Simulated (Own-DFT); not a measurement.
# Response to strain: 6H (3C twinned every three layers) SiC, 48 atoms (C24Si24)

Source: density functional calculations with Own-DFT, an unreviewed in-house program that is no longer used. Nothing was measured or relaxed, and spin and spin-orbit coupling are left out.

All runs used: PBE; PseudoDojo norm-conserving scalar-relativistic files; cutoff 42 hartree; 5 x 5 x 2 k mesh centred on Gamma; Fermi-Dirac smearing of 0.1 eV.

Limits: forces on such cells passed a denser k mesh, each cell not checked; stress not checked against mesh or cutoff.

Unstrained cell vectors in Å: (4.360, -4.360, 0.000); (0.000, 4.360, -4.360); (8.719, 8.719, 8.719). The unstrained cell has measured lattice constants (interpolated for alloys), not those of this functional. That, the random moves and any unrelaxed bonds set the pressure at no strain. A uniform strain is put on this cell, atoms riding along. Each atom got a random Gaussian move of width 0.05 Å along each axis. Strains are tensor components in per cent; tension counts as positive stress, and P is minus the mean normal stress.

| run | e_xx (%) | e_yy (%) | e_zz (%) | e_yz (%) | e_xz (%) | e_xy (%) | s_xx (GPa) | s_yy (GPa) | s_zz (GPa) | s_yz (GPa) | s_xz (GPa) | s_xy (GPa) | P (GPa) | E (meV/atom) |
|---|---|---|---|---|---|---|---|---|---|---|---|---|---|---|
| 1 | -0.40 | -0.22 | -0.56 | -0.26 | -1.09 | 0.89 | -9.43 | -6.73 | -7.53 | -2.68 | -4.03 | 4.23 | 7.90 | 22.0 |
| 2 | -1.74 | -0.94 | 1.74 | 1.86 | -2.00 | -1.51 | -12.91 | -11.59 | 0.32 | 6.20 | -9.07 | -5.83 | 8.06 | 49.8 |
| 3 | -0.68 | -1.48 | 1.08 | -1.52 | 1.18 | 0.32 | -8.43 | -11.72 | -3.19 | -7.11 | 3.33 | 0.48 | 7.78 | 31.7 |
| 4 | 1.55 | -1.99 | 1.58 | 0.48 | 1.51 | 0.22 | 0.52 | -10.90 | 0.61 | 2.47 | 6.88 | 1.81 | 3.26 | 42.9 |
| 5 | 0.26 | 1.20 | 1.71 | 0.46 | -1.45 | -1.35 | -1.36 | 2.45 | 3.28 | 0.14 | -6.81 | -6.69 | -1.46 | 14.6 |
| 6 | 1.34 | -1.53 | 1.09 | 0.99 | -0.50 | -1.04 | 1.66 | -10.73 | -2.38 | 5.88 | -2.90 | -4.12 | 3.82 | 38.2 |
| 7 | 0.82 | -0.48 | 0.48 | -1.49 | 1.77 | 1.42 | -5.10 | -5.53 | -2.34 | -7.28 | 9.04 | 7.30 | 4.32 | 46.6 |
| 8 | -1.34 | 0.79 | 1.98 | -1.18 | -1.93 | 0.10 | -10.63 | -1.14 | 2.47 | -6.85 | -9.47 | -1.07 | 3.10 | 54.9 |
| 9 | 1.08 | 0.70 | -0.53 | -1.05 | 1.81 | -0.56 | -2.22 | -1.00 | -5.42 | -3.54 | 8.21 | -1.28 | 2.88 | 27.4 |
| 10 | -0.78 | -1.72 | 0.59 | -1.17 | -0.08 | -1.59 | -11.83 | -13.55 | -6.26 | -9.06 | -3.72 | -9.39 | 10.55 | 49.7 |
| 11 | 1.99 | 1.49 | 0.70 | 0.93 | -0.16 | 0.25 | 6.53 | 4.59 | 0.62 | 3.81 | -0.87 | 0.87 | -3.91 | 0.0 |
| 12 | -1.63 | -0.16 | -1.66 | 1.43 | 0.23 | 0.24 | -15.61 | -8.59 | -17.74 | 7.84 | 1.49 | 1.87 | 13.98 | 41.4 |
| 13 | -1.96 | 0.70 | 0.71 | 1.38 | -1.71 | -0.67 | -13.14 | -3.53 | -2.56 | 4.39 | -8.97 | -2.95 | 6.41 | 14.8 |
| 14 | 1.80 | -0.62 | 1.45 | -1.18 | 1.77 | 1.17 | 3.27 | -4.69 | 2.01 | -2.91 | 6.88 | 4.81 | -0.20 | 24.5 |
| 15 | -1.34 | -0.39 | 0.90 | 0.53 | 0.05 | -1.87 | -10.28 | -7.18 | -5.29 | 0.63 | -0.84 | -8.62 | 7.58 | 39.1 |
| 16 | -0.25 | 0.16 | -1.96 | 1.80 | 0.83 | -0.93 | ? | ? | ? | ? | ? | ? | ? | ? |

The last column gives the free energy per atom over the lowest of the runs shown.

## Worked fit

Each stress component was fitted by least squares to a constant and the strains of the runs shown, as fractions, with shears doubled. Shear strains stay in the fit of a normal stress only where such slopes are resolved. The slopes, in GPa:

```
stress  at no strain  per e_xx  per e_yy  per e_zz  scatter
  s_xx          -6.3  459 ± 26   98 ± 33  134 ± 37     1.37
  s_yy          -4.9  118 ± 11  474 ± 14   65 ± 16     0.59
  s_zz          -6.0  106 ± 24  125 ± 31  474 ± 34     1.26
```

The slope of each shear stress on twice its own strain, from a fit on all six strains: yz 256 ± 20, xz 224 ± 18, xy 236 ± 14 GPa. These are stiffnesses along x, y and z of the frame in which the cell vectors are given, which need not be the crystal's axes. These are clamped-ion slopes: internal relaxation, where symmetry allows it, would soften some. Symmetry asks for nearly equal slopes across the diagonal; the mismatch is a measure of noise. A ninth of the table's sum, 228 ± 5 GPa, estimates the bulk modulus near the mean pressure of these runs, 4.9 GPa, so it lies above the value at zero pressure.

## Withheld run

Asked: what normal stresses and pressure should run 16 give?

The fit gives s_xx = -9.9, s_yy = -5.7, s_zz = -15.4 and P = 10.3 GPa. Computed: -7.23, -7.92, -15.81 and P = 10.32 GPa. That is outside the usual scatter, by luck or through something left out of the fit.
